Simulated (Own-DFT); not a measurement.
Hf36O71 (tetragonal hafnia with one neutral oxygen vacancy, atoms displaced) (calculated)

All values are calculated (Own-DFT development build). A calculation, not a measurement: plane-wave PBE and HSE06 DFT by an unreviewed code, no spin, of a simulated cell at Gamma alone, so results move with cell size and shape, stress positive in tension, energies less offsets, not probed for a lower state with spin; hafnium file: forces about 75 meV/angstrom off all-electron values; oxygen file: force components 24 meV/angstrom off all-electron in a glass; k mesh not checked against a denser one; forces and stress are PBE's, HSE06 gives the energy alone, and its difference from PBE has offsets of its own; offsets are fitted by least squares, one for each functional and potential file, so energies compare only between cells with the same atoms and settings and are not formation energies; the far tail of each file's local potential was reset to the Coulomb form; each entry is a single point on an unrelaxed cell, so the pressure reflects the starting lattice, taken from the Materials Project, from which strain is counted, and rises with the displacements; printed positions are rounded, which can move forces by about a meV/angstrom; the program is a retired in-house code; no spin-orbit coupling.

Common to all runs: first functional PBE; second functional HSE06; exact exchange share 0.25; screening 0.11 1/bohr; exchange divergence Gygi-Baldereschi; potential files PseudoDojo norm-conserving, scalar-relativistic, made for PBE, standard set; wave cutoff 48 hartree; occupations fixed; k mesh 1 x 1 x 1 centred on Gamma.

(1) Hf36O71 (tetragonal hafnia with one neutral oxygen vacancy, atoms displaced)

```
Hf36O71
1.0
     10.7800     0.0000     0.0000
      0.0000    10.7800     0.0000
      0.0000     0.0000    10.4493
Hf O Hf O Hf O Hf O Hf O Hf O Hf O Hf O Hf O Hf O Hf O Hf O Hf O Hf O Hf O Hf O Hf O Hf O
2 4 2 4 2 4 2 4 2 4 2 4 2 4 2 4 2 4 2 4 2 4 2 4 2 4 2 3 2 4 2 4 2 4 2 4
Direct
  0.99830 0.99570 0.99802
  0.17493 0.16468 0.25418
  0.00018 0.15601 0.16000
  0.16702 0.99583 0.34071
  0.00170 0.16919 0.39663
  0.16557 0.99923 0.09685
  0.00195 0.00156 0.49818
  0.16765 0.16599 0.75339
  0.99952 0.16607 0.64346
  0.16378 0.99650 0.84864
  0.99940 0.16530 0.91286
  0.16840 0.00214 0.59885
  0.00126 0.33907 0.00246
  0.17039 0.50565 0.25020
  0.00131 0.50423 0.15525
  0.17229 0.33246 0.34431
  0.99731 0.49956 0.40124
  0.16655 0.32756 0.09502
  0.00104 0.33370 0.49655
  0.16606 0.50479 0.74106
  0.00360 0.49243 0.64729
  0.16831 0.33439 0.84100
  0.98750 0.50416 0.90395
  0.16947 0.33617 0.58617
  0.00554 0.66404 0.00278
  0.15818 0.82290 0.25585
  0.98973 0.82833 0.15493
  0.16456 0.66072 0.34420
  0.99981 0.83493 0.40133
  0.17031 0.65381 0.09838
  0.00225 0.66049 0.49981
  0.15981 0.83776 0.74427
  0.99824 0.83710 0.65282
  0.17166 0.66665 0.84078
  0.99751 0.83045 0.90096
  0.16337 0.65932 0.59444
  0.33457 0.99685 0.99988
  0.50313 0.16008 0.26046
  0.33348 0.16777 0.15595
  0.50619 0.99916 0.35097
  0.33621 0.16155 0.40245
  0.49980 0.00548 0.09737
  0.33443 0.99825 0.49600
  0.49379 0.16960 0.74918
  0.33660 0.16159 0.65479
  0.49699 0.00206 0.84027
  0.33064 0.16018 0.90109
  0.49454 0.99905 0.58921
  0.33250 0.33784 0.00866
  0.49647 0.49743 0.26012
  0.32810 0.49844 0.15486
  0.50623 0.33933 0.34525
  0.33627 0.50474 0.40769
  0.49905 0.33072 0.09902
  0.33924 0.33624 0.50826
  0.49397 0.50690 0.74915
  0.33601 0.49935 0.64760
  0.49998 0.33037 0.85010
  0.33688 0.49638 0.90098
  0.50051 0.33264 0.60352
  0.33247 0.65984 0.00614
  0.49682 0.82925 0.24048
  0.33297 0.84581 0.15136
  0.49694 0.67075 0.35284
  0.32647 0.84316 0.40288
  0.49717 0.67346 0.09745
  0.33554 0.67349 0.50214
  0.50480 0.83838 0.74756
  0.33658 0.84016 0.65927
  0.49374 0.66647 0.85286
  0.34059 0.83193 0.90688
  0.50442 0.65814 0.59160
  0.66731 0.99941 0.99913
  0.82408 0.16530 0.25512
  0.66832 0.16860 0.15752
  0.83433 0.99741 0.34772
  0.66847 0.17200 0.41050
  0.83430 0.00474 0.10352
  0.67356 0.00330 0.49958
  0.83323 0.16748 0.75259
  0.66789 0.17194 0.64909
  0.84105 0.99861 0.84546
  0.82411 0.99438 0.59524
  0.67050 0.33140 0.98981
  0.82548 0.49772 0.25228
  0.66273 0.49896 0.14715
  0.82902 0.34208 0.34954
  0.66593 0.49696 0.40481
  0.82561 0.33573 0.09819
  0.66299 0.33617 0.49801
  0.82636 0.49701 0.74602
  0.66958 0.49866 0.64319
  0.84211 0.33042 0.85734
  0.66057 0.50287 0.91217
  0.83327 0.33510 0.59997
  0.66644 0.66758 0.99681
  0.83335 0.82943 0.25532
  0.65916 0.83192 0.15614
  0.82857 0.66640 0.35078
  0.65763 0.83270 0.39746
  0.83062 0.66894 0.10504
  0.66959 0.67277 0.49981
  0.83117 0.82954 0.74711
  0.66372 0.84039 0.64874
  0.83149 0.66965 0.85406
  0.66851 0.82931 0.91151
  0.83179 0.66351 0.59288
```

* PBE energy of cell above offsets: -97.326 eV
* HSE06 less PBE above offsets: 0.082 eV
* PBE pressure: 2.14 GPa
* PBE stress xx: -1.41 GPa
* PBE stress yy: -2.24 GPa
* PBE stress zz: -2.76 GPa
* PBE stress yz: 0.51 GPa
* PBE stress xz: -1.28 GPa
* PBE stress xy: 0.05 GPa

Force:
| element | x (eV/Å) | y (eV/Å) | z (eV/Å) |
| --- | --- | --- | --- |
| Hf | 0.5 | 1.302 | 1.566 |
| Hf | -1.868 | -0.13 | -1.218 |
| O | -0.407 | 0.911 | 0.121 |
| O | -0.576 | -0.235 | 1.059 |
| O | -0.29 | -0.413 | 1.267 |
| O | -0.13 | -0.389 | -0.645 |
| Hf | -0.143 | 1.174 | -0.187 |
| Hf | 0.032 | -0.394 | 0.077 |
| O | 0.101 | -0.184 | 1.115 |
| O | -0.211 | 0.101 | -0.554 |
| O | 0.368 | 0.543 | -1.147 |
| O | -0.548 | -0.452 | -0.307 |
| Hf | -0.863 | -1.159 | 0.595 |
| Hf | -1.64 | -3.145 | 0.067 |
| O | -0.217 | -0.387 | -0.176 |
| O | 0.046 | 0.937 | 0.035 |
| O | 0.296 | 0.406 | 0.142 |
| O | -0.319 | 0.49 | 0.015 |
| Hf | -0.286 | -0.61 | -0.082 |
| Hf | 0.256 | -1.015 | 0.883 |
| O | -1.156 | 0.743 | 0.563 |
| O | -0.509 | 0.647 | -0.077 |
| O | 0.928 | -0.198 | -0.287 |
| O | 0.21 | -0.162 | 0.988 |
| Hf | -2.203 | 0.3 | 0.115 |
| Hf | 0.637 | 3.316 | -1.577 |
| O | 2.283 | -0.279 | -0.346 |
| O | 0.096 | 1.253 | 1.621 |
| O | 0.366 | -1.147 | 0.324 |
| O | -0.623 | 1.178 | 0.345 |
| Hf | -1.292 | -0.028 | -0.681 |
| Hf | 1.356 | 0.249 | 1.462 |
| O | -0.481 | -0.285 | -0.682 |
| O | -0.404 | 0.043 | 0.402 |
| O | 0.476 | -0.689 | -0.034 |
| O | 0.875 | 0.632 | 0.001 |
| Hf | -0.925 | -0.128 | 0.537 |
| Hf | -0.948 | 0.577 | -1.861 |
| O | 0.989 | -0.037 | 0.021 |
| O | -0.268 | -0.263 | -0.755 |
| O | 0.257 | 1.389 | 0.256 |
| O | 0.845 | 0.058 | -0.283 |
| Hf | -0.082 | 1.128 | 0.934 |
| Hf | 1.214 | -0.049 | 0.341 |
| O | -1.594 | 0.87 | -0.536 |
| O | 1.161 | -0.245 | 0.564 |
| O | -0.17 | 1.353 | 0.076 |
| O | 1.745 | -0.032 | 0.807 |
| Hf | 0.998 | -1.921 | -0.778 |
| Hf | 1.175 | 1.307 | -1.795 |
| O | 1.673 | -0.066 | -0.447 |
| O | -0.49 | -1.968 | 1.489 |
| O | -0.001 | -0.203 | -0.246 |
| O | 0.202 | 0.331 | -0.314 |
| Hf | -1.09 | -0.545 | -1.585 |
| Hf | 1.067 | -0.763 | 0.819 |
| O | -0.628 | 0.224 | 0.395 |
| O | 0.503 | 0.494 | -0.436 |
| O | -0.1 | 0.523 | 0.095 |
| O | -0.051 | 0.123 | -0.291 |
| Hf | 1.425 | 1.396 | -1.954 |
| Hf | 0.379 | 0.589 | 1.253 |
| O | -1.338 | -1.221 | 0.664 |
| O | -0.584 | -0.427 | -0.527 |
| O | -0.16 | -3.139 | -0.312 |
| O | -0.373 | -0.397 | 0.373 |
| Hf | 0.953 | -0.075 | -0.491 |
| Hf | -1.702 | -0.118 | 1.104 |
| O | -0.693 | -1.22 | -0.853 |
| O | 0.619 | 0.198 | -1.299 |
| O | -0.344 | -0.368 | 0.163 |
| O | -0.928 | 0.437 | 1.228 |
| Hf | 0.344 | 0.617 | 1.017 |
| Hf | 2.88 | 0.306 | -1.013 |
| O | -1.113 | -0.344 | -0.609 |
| O | -0.474 | 0.425 | 0.823 |
| O | 0.051 | -0.822 | -1.356 |
| O | -1.233 | -0.582 | -1.045 |
| Hf | -2.725 | -0.797 | -0.783 |
| Hf | -0.019 | 0.076 | -0.397 |
| O | -0.125 | -0.543 | 1.364 |
| O | -0.906 | -0.235 | -0.24 |
| O | 2.89 | 0.152 | 0.765 |
| Hf | -1.216 | -0.356 | 1.762 |
| Hf | -0.078 | 0.934 | -1.51 |
| O | -0.473 | 0.408 | 1.511 |
| O | 0.181 | -1.922 | 0.386 |
| O | -0.313 | 1.842 | -0.787 |
| O | 1.48 | 0.059 | 0.156 |
| Hf | 1.059 | 0.278 | 1.349 |
| Hf | 1.193 | -0.109 | 0.486 |
| O | -0.883 | 0.095 | 1.673 |
| O | -1.349 | 0.463 | -1.376 |
| O | 0.564 | -0.954 | -2.428 |
| O | 0.08 | 0.132 | 0.09 |
| Hf | 0.459 | -0.665 | 2.397 |
| Hf | -1.684 | -0.03 | -0.937 |
| O | 1.613 | 0.318 | -0.6 |
| O | 0.196 | -0.182 | 0.407 |
| O | 1.019 | 0.258 | 1.003 |
| O | 0.282 | -0.172 | -0.926 |
| Hf | -0.525 | -0.512 | -1.554 |
| Hf | 0.381 | 0.469 | 0.925 |
| O | 0.686 | -0.963 | 0.225 |
| O | -0.444 | -0.675 | -1.426 |
| O | -0.259 | 1.91 | -1.815 |
| O | 1.071 | 0.388 | 1.335 |

(2) Hf36O71 (tetragonal hafnia with one neutral oxygen vacancy, atoms displaced)

```
Hf36O71
1.0
     10.7800     0.0000     0.0000
      0.0000    10.7800     0.0000
      0.0000     0.0000    10.4493
Hf O Hf O Hf O Hf O Hf O Hf O Hf O Hf O Hf O Hf O Hf O Hf O Hf O Hf O Hf O Hf O Hf O Hf O
2 4 2 4 2 4 2 4 2 4 2 4 2 4 2 4 2 4 2 4 2 4 2 4 2 4 2 3 2 4 2 4 2 4 2 4
Direct
  0.00369 0.99862 0.99968
  0.16371 0.16599 0.25472
  0.99766 0.16788 0.15324
  0.16218 0.00211 0.34387
  0.00005 0.16213 0.40237
  0.16664 0.00361 0.09990
  0.99858 0.00093 0.49899
  0.16307 0.16268 0.75023
  0.00385 0.16788 0.65158
  0.16502 0.99660 0.84985
  0.00019 0.16936 0.90200
  0.16509 0.00189 0.60042
  0.99576 0.33564 0.99858
  0.16590 0.49656 0.24737
  0.99853 0.50212 0.15460
  0.16780 0.33564 0.34442
  0.00324 0.49968 0.40306
  0.16713 0.34038 0.09568
  0.00023 0.33710 0.49393
  0.16666 0.50270 0.75269
  0.00160 0.50143 0.65206
  0.16584 0.33374 0.84810
  0.99812 0.49866 0.89751
  0.16745 0.33189 0.59293
  0.00096 0.66441 0.99822
  0.16907 0.83308 0.24632
  0.99622 0.83153 0.15159
  0.16108 0.66796 0.34378
  0.99770 0.83785 0.40255
  0.16991 0.66169 0.09672
  0.00090 0.67124 0.49681
  0.16579 0.83654 0.74513
  0.00193 0.83646 0.65056
  0.16917 0.66789 0.84339
  0.00063 0.83522 0.90230
  0.16718 0.66896 0.59681
  0.33661 0.00173 0.00286
  0.49848 0.16909 0.25039
  0.33144 0.16339 0.15176
  0.50271 0.00085 0.34921
  0.32753 0.16743 0.39647
  0.50365 0.00147 0.10270
  0.33267 0.99790 0.49932
  0.49933 0.16806 0.75340
  0.33424 0.16789 0.65531
  0.50376 0.00114 0.85211
  0.33195 0.16443 0.90361
  0.50064 0.00160 0.59355
  0.33596 0.33819 0.99995
  0.50129 0.49742 0.24812
  0.34018 0.49676 0.15370
  0.49741 0.33140 0.34514
  0.33568 0.50141 0.40402
  0.50222 0.32955 0.09635
  0.33168 0.33255 0.49516
  0.50282 0.49952 0.74403
  0.33484 0.50080 0.65515
  0.50110 0.33573 0.84808
  0.33331 0.50042 0.89929
  0.49741 0.33443 0.60197
  0.33440 0.66548 0.00049
  0.50047 0.83283 0.25050
  0.32845 0.83001 0.15306
  0.49853 0.66668 0.34609
  0.33855 0.83539 0.40349
  0.50237 0.66575 0.09719
  0.33622 0.67241 0.49868
  0.49765 0.83284 0.74870
  0.33429 0.83025 0.65096
  0.50167 0.66530 0.84805
  0.33173 0.83360 0.89514
  0.49865 0.66621 0.59808
  0.66536 0.00078 0.99872
  0.83425 0.16990 0.24838
  0.66669 0.16392 0.15322
  0.83175 0.99591 0.34630
  0.66792 0.16775 0.39936
  0.83179 0.99873 0.09674
  0.67144 0.00245 0.49945
  0.83305 0.16503 0.74956
  0.66322 0.16800 0.65072
  0.83237 0.00239 0.84889
  0.66798 0.16827 0.90027
  0.65855 0.32960 0.99348
  0.83139 0.49739 0.25679
  0.66943 0.50300 0.15322
  0.83070 0.33225 0.34506
  0.66999 0.49641 0.40341
  0.83669 0.34052 0.09965
  0.66951 0.33442 0.49959
  0.83288 0.50204 0.74549
  0.66609 0.49773 0.64951
  0.83789 0.32981 0.84964
  0.66769 0.50331 0.89778
  0.83706 0.33720 0.59446
  0.66686 0.66794 0.99866
  0.83519 0.83532 0.24589
  0.66714 0.83712 0.15426
  0.83417 0.66289 0.34627
  0.66865 0.83430 0.39412
  0.82987 0.66521 0.09852
  0.66568 0.66211 0.49923
  0.83396 0.83311 0.75394
  0.66354 0.83672 0.65269
  0.83241 0.66481 0.84060
  0.67021 0.83361 0.90134
  0.83075 0.66849 0.59641
```

- PBE energy of cell above offsets: -101.120 eV
- HSE06 less PBE above offsets: -0.153 eV
- PBE pressure: 0.67 GPa
- PBE stress xx: 0.08 GPa
- PBE stress yy: -0.82 GPa
- PBE stress zz: -1.26 GPa
- PBE stress yz: -0.01 GPa
- PBE stress xz: 0.04 GPa
- PBE stress xy: 0.01 GPa

Force:
| element | x (eV/Å) | y (eV/Å) | z (eV/Å) |
| --- | --- | --- | --- |
| Hf | -0.495 | 0.78 | 0.164 |
| Hf | 0.427 | 0.058 | -1.176 |
| O | 0.446 | 0.049 | -0.072 |
| O | 0.478 | -1.178 | 0.628 |
| O | -0.079 | 1.278 | -0.24 |
| O | 0.035 | -0.438 | -0.28 |
| Hf | -0.584 | -0.124 | 0.53 |
| Hf | 0.765 | 0.942 | 0.397 |
| O | -1.368 | -0.49 | -0.033 |
| O | -0.157 | 0.505 | -0.023 |
| O | 0.196 | -0.951 | 0.159 |
| O | 0.572 | -0.293 | -0.438 |
| Hf | 0.454 | -0.25 | -0.03 |
| Hf | -0.015 | 0.674 | -0.342 |
| O | 0.223 | 0.24 | -0.124 |
| O | -0.257 | -0.417 | 0.344 |
| O | -0.181 | 0.302 | -0.261 |
| O | 0.117 | 0.031 | 0.051 |
| Hf | 0.695 | -0.7 | 1.212 |
| Hf | 0.322 | -0.843 | -0.666 |
| O | -0.197 | 0.112 | -0.2 |
| O | 0.268 | -0.093 | -0.452 |
| O | 0.135 | 0.839 | 0.497 |
| O | -0.266 | 0.103 | -0.233 |
| Hf | -0.476 | -0.131 | 0.513 |
| Hf | -1.393 | 0.163 | 0.411 |
| O | 1.659 | -0.039 | -0.448 |
| O | 0.297 | 0.175 | 0.152 |
| O | 0.125 | -0.584 | -0.035 |
| O | -0.508 | 0.091 | -0.364 |
| Hf | -0.024 | -0.271 | 0.186 |
| Hf | 0.488 | -0.541 | 0.592 |
| O | -1.07 | 0.101 | 0.021 |
| O | -0.442 | 0.273 | 0.59 |
| O | -0.303 | -0.792 | -0.102 |
| O | -0.027 | 0.145 | -0.566 |
| Hf | -0.203 | 0.06 | -0.252 |
| Hf | 0.115 | -1.315 | -0.209 |
| O | 0.152 | 0.256 | 0.103 |
| O | -0.496 | 0.146 | -0.324 |
| O | 0.186 | -0.451 | 0.703 |
| O | -0.923 | -0.321 | -0.514 |
| Hf | 0.635 | 1.222 | 0.318 |
| Hf | -0.549 | -0.262 | -0.8 |
| O | -0.181 | -0.261 | -0.175 |
| O | -0.142 | -0.278 | -0.321 |
| O | 0.385 | 0.419 | 0.229 |
| O | -0.397 | -0.127 | 0.316 |
| Hf | -1.332 | -0.695 | -0.319 |
| Hf | 0.488 | 0.65 | 0.299 |
| O | -0.729 | 0.004 | -0.473 |
| O | 0.149 | 0.517 | 0.418 |
| O | -0.165 | 0.166 | -0.103 |
| O | -0.364 | 0.093 | 0.269 |
| Hf | 0.148 | 0.309 | 1.058 |
| Hf | -0.88 | 0.258 | 0.557 |
| O | -0.436 | 0.123 | -0.19 |
| O | 0.136 | -0.284 | 0.451 |
| O | -0.008 | 0.153 | 0.741 |
| O | 0.532 | 0.027 | -0.897 |
| Hf | 0.379 | 0.41 | -0.885 |
| Hf | 0.944 | 0.617 | 0.116 |
| O | 1.199 | 0.149 | -0.5 |
| O | 0.176 | -0.391 | 0.196 |
| O | -0.529 | -0.007 | -0.579 |
| O | -0.487 | 0.281 | 0 |
| Hf | -0.588 | -1.38 | 0.402 |
| Hf | 0.278 | 0.07 | 0.564 |
| O | -0.183 | 0.387 | -0.529 |
| O | -0.097 | 0.456 | -0.345 |
| O | 0.413 | 0.074 | 1.114 |
| O | 0.629 | 0.031 | -0.141 |
| Hf | 0.349 | -0.338 | 0.539 |
| Hf | -0.558 | -1.085 | -0.272 |
| O | 0.134 | 0.486 | -0.397 |
| O | 0.13 | 1.299 | 0.519 |
| O | 0.074 | 0.193 | 0.538 |
| O | 0.599 | 0.045 | -0.267 |
| Hf | -0.223 | -0.603 | -0.383 |
| Hf | 0.44 | 0.397 | -0.153 |
| O | 0.93 | -0.244 | 0.13 |
| O | 0.1 | -0.263 | -0.82 |
| O | -0.226 | -0.309 | -0.105 |
| Hf | 2.004 | 1.29 | 0.518 |
| Hf | 0.226 | 0.677 | -1.861 |
| O | -0.857 | -0.338 | 0.17 |
| O | 0.387 | -0.174 | 0.938 |
| O | -0.319 | 0.408 | -0.223 |
| O | -1.259 | -0.626 | -0.252 |
| Hf | -0.561 | -1.104 | 0.628 |
| Hf | 0.588 | -0.926 | 0.414 |
| O | 0.352 | 0.163 | -0.481 |
| O | -0.481 | 0.741 | -0.697 |
| O | 0.007 | -0.873 | 0.307 |
| O | -0.539 | -0.112 | 0.03 |
| Hf | 0.1 | -0.378 | 0.187 |
| Hf | -1.137 | -0.581 | 0.569 |
| O | -0.426 | -0.248 | -0.653 |
| O | 0.129 | 0.715 | 0.432 |
| O | -0.339 | -0.639 | 1.409 |
| O | 0.854 | 0.313 | -0.889 |
| Hf | 0.335 | 1.496 | -0.498 |
| Hf | -0.468 | 0.299 | -0.685 |
| O | 0.87 | 0.213 | -0.077 |
| O | 0.351 | 0.377 | 0.728 |
| O | 0.068 | 0.025 | 0.111 |
| O | 0.252 | -0.132 | -0.128 |
